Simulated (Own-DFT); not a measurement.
# Response to strain: wurtzite AlGaN with randomly placed atoms, 72 atoms (Al27Ga9N36)

All numbers below are calculated, not measured. They come from Own-DFT, an in-house plane-wave density functional program, since retired, whose code no person has reviewed. Each row is one single-point run on a periodic cell that was not relaxed, without spin or spin-orbit coupling.

Settings of every run: PBEsol; PseudoDojo norm-conserving scalar-relativistic files, made for PBE; cutoff 42 hartree; 4 x 4 x 3 k mesh centred on Gamma; Fermi-Dirac smearing of 0.1 eV.

Known limits: forces on such cells passed a denser k mesh, each cell not checked; stress not checked against mesh or cutoff.

Unstrained cell vectors in Å: (9.394, 0.000, 0.000); (-4.697, 8.135, 0.000); (0.000, 0.000, 10.066). The unstrained cell has measured lattice constants (interpolated for alloys), not those of this functional. That, the random moves and any unrelaxed bonds set the pressure at no strain. Each run strains this cell uniformly, with the atoms carried along. Every atom was also moved at random, by a Gaussian of width 0.05 Å on each axis. The random placing of the alloy's atoms differs from row to row. Strain is the symmetric tensor, in per cent. Stress is positive in tension, and the pressure is minus a third of its trace.

```
run  e_xx (%)  e_yy (%)  e_zz (%)  s_xx (GPa)  s_yy (GPa)  s_zz (GPa)  P (GPa)  E (meV/atom)
  1      0.50      0.50      0.00       -1.34       -0.88       -2.55     1.59           3.7
  2     -0.50     -0.50      0.00       -5.27       -6.12       -4.73     5.37           0.0
  3      1.75      1.75      0.00        4.65        7.53       -2.79    -3.13           7.6
  4      2.50      2.50      0.00        9.60        8.79       -1.09    -5.76           7.4
  5     -1.25     -1.25      0.00      -11.69      -12.04       -4.18     9.30          26.9
  6     -2.25     -2.25      0.00      -20.23      -17.56       -6.01    14.60          40.2
  7      2.75      2.75      0.00        9.49       10.31       -0.72    -6.36          20.3
  8      3.00      3.00      0.00       11.24        9.79        1.54    -7.52          12.1
  9      0.25      0.25      0.00           ?           ?           ?        ?             ?
```

E is the free energy for each atom above the lowest run shown.

## Worked fit

The change of volume is close to e_xx + e_yy + e_zz. A straight line through the runs shown gives P = 4.38 - 202 x (fractional change of volume) GPa, with an error of 7 on the slope and a scatter of 0.79 GPa. The strain isn't the same on all axes and the cell isn't cubic, so the slope belongs to this path and is not the bulk modulus.

## Withheld run

Question: what pressure should run 9 give? Its volume changes by 0.50 %.

The line gives 3.4 GPa. The calculation gave 2.17 GPa.
